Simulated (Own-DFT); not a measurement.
# How strain changes the stress of 4H SiC, 32 atoms (C16Si16)

All numbers below are calculated, not measured. They come from Own-DFT, an in-house plane-wave density functional program, since retired, whose code no person has reviewed. Each row is one single-point run on a periodic cell that was not relaxed, without spin or spin-orbit coupling.

Settings of every run: PBE; PseudoDojo norm-conserving scalar-relativistic files; cutoff 42 hartree; 5 x 5 x 3 k mesh centred on Gamma; Fermi-Dirac smearing of 0.1 eV.

Known limits: forces on such cells passed a denser k mesh, each cell not checked; stress not checked against mesh or cutoff.

Unstrained cell vectors in Å: (6.165, 0.000, 0.000); (-3.083, 5.339, 0.000); (0.000, 0.000, 10.068). The unstrained cell has measured lattice constants (interpolated for alloys), not those of this functional. That, the random moves and any unrelaxed bonds set the pressure at no strain. Each run strains this cell uniformly, with the atoms carried along. Every atom was also moved at random, by a Gaussian of width 0.05 Å on each axis. Strain is the symmetric tensor, in per cent. Stress is positive in tension, and the pressure is minus a third of its trace.

| run | e_xx (%) | e_yy (%) | e_zz (%) | e_yz (%) | e_xz (%) | e_xy (%) | s_xx (GPa) | s_yy (GPa) | s_zz (GPa) | s_yz (GPa) | s_xz (GPa) | s_xy (GPa) | P (GPa) | E (meV/atom) |
|---|---|---|---|---|---|---|---|---|---|---|---|---|---|---|
| 1 | -0.82 | 1.60 | -1.41 | -1.93 | -0.67 | 1.08 | -6.67 | 0.08 | -15.98 | -5.57 | -2.54 | 4.50 | 7.52 | 41.8 |
| 2 | -0.48 | -1.76 | -1.72 | 1.48 | 0.62 | -1.06 | -9.67 | -17.64 | -18.95 | 5.43 | 2.41 | -4.90 | 15.42 | 43.9 |
| 3 | 0.01 | -1.56 | 1.13 | 0.53 | 1.65 | -0.67 | -4.27 | -17.25 | 1.44 | 3.16 | 4.58 | -3.71 | 6.69 | 18.8 |
| 4 | 1.30 | 1.33 | -0.75 | -0.45 | -1.59 | -0.31 | 4.68 | 2.44 | -11.42 | -1.29 | -5.18 | -2.35 | 1.43 | 11.8 |
| 5 | 1.99 | -1.54 | 1.12 | 1.79 | -0.43 | 1.99 | 5.38 | -11.73 | 1.05 | 5.98 | -0.42 | 8.73 | 1.77 | 6.8 |
| 6 | -1.75 | -0.91 | -0.94 | 0.27 | -0.30 | -0.19 | -12.71 | -15.09 | -15.21 | 2.49 | -0.66 | -2.44 | 14.34 | 35.0 |
| 7 | 1.50 | -0.93 | -1.39 | -0.03 | 1.65 | -0.73 | 2.75 | -10.56 | -13.62 | 0.21 | 6.27 | -3.95 | 7.14 | 9.2 |
| 8 | 0.44 | -0.02 | -1.86 | 1.23 | -1.22 | -0.43 | -3.67 | -5.55 | -17.65 | 5.50 | -4.39 | -2.87 | 8.96 | 27.4 |
| 9 | 1.33 | 0.07 | 0.96 | -1.57 | 0.37 | -0.50 | 2.87 | -3.16 | 0.11 | -4.49 | 2.37 | -2.84 | 0.06 | 0.0 |
| 10 | -0.24 | -1.68 | 1.54 | -0.86 | 0.92 | -0.82 | -5.51 | -15.79 | 2.39 | -2.83 | 3.96 | -1.91 | 6.30 | 20.0 |
| 11 | -0.89 | -1.88 | -0.40 | -1.70 | -1.37 | 0.14 | -12.23 | -19.67 | -9.25 | -7.18 | -5.18 | 2.59 | 13.72 | 33.4 |
| 12 | -0.63 | -0.96 | 1.92 | -1.31 | 0.50 | -0.67 | -10.98 | -9.67 | 5.92 | -4.47 | 2.10 | -2.14 | 4.91 | 10.3 |
| 13 | 1.41 | -0.83 | 1.90 | -0.81 | 0.81 | -1.23 | 3.02 | -9.88 | 5.07 | -2.72 | 1.76 | -6.31 | 0.60 | 29.3 |
| 14 | 0.42 | -0.73 | 0.55 | 0.94 | -0.37 | -1.36 | -2.41 | -6.92 | -4.17 | 4.28 | -1.01 | -6.10 | 4.50 | 9.4 |
| 15 | 0.61 | -0.57 | -0.53 | 1.55 | 0.56 | 1.30 | -2.04 | -8.85 | -9.63 | 3.48 | 1.15 | 4.90 | 6.84 | 29.2 |
| 16 | 1.38 | 0.71 | -1.56 | -1.10 | 1.67 | 1.20 | ? | ? | ? | ? | ? | ? | ? | ? |

E is the free energy for each atom above the lowest run shown.

## Worked fit

Each stress component was fitted by least squares to a constant and the strains of the runs shown, as fractions, with shears doubled. Shear strains stay in the fit of a normal stress only where such slopes are resolved. The slopes, in GPa:

| stress | at no strain | per e_xx | per e_yy | per e_zz | scatter |
|---|---|---|---|---|---|
| s_xx | -4.1 | 532 ± 36 | 113 ± 38 | 23 ± 30 | 1.36 |
| s_yy | -6.3 | 143 ± 40 | 584 ± 42 | 51 ± 33 | 1.52 |
| s_zz | -6.9 | 64 ± 25 | -3 ± 27 | 629 ± 21 | 0.96 |

Each shear stress against twice its own strain: yz 185 ± 13, xz 167 ± 14, xy 227 ± 12 GPa. These are stiffnesses along x, y and z of the frame in which the cell vectors are given, which need not be the crystal's axes. The atoms are held to the strained lattice; where symmetry lets them move under strain, relaxing them would lower some slopes. The table should be nearly symmetric about its diagonal, and what it lacks of that shows the noise. A ninth of its sum, 237 ± 5 GPa, estimates the bulk modulus near the mean pressure of these runs, 6.7 GPa, so it lies above the value at zero pressure.

## Withheld run

Question: what normal stresses and pressure should run 16 give?

The fit gives s_xx = 3.6, s_yy = -1.0, s_zz = -15.9 and P = 4.4 GPa. The calculation gave 2.68, -3.23, -12.06 and P = 4.20 GPa. This run lies off the fit, by chance or by something that the fit leaves out.
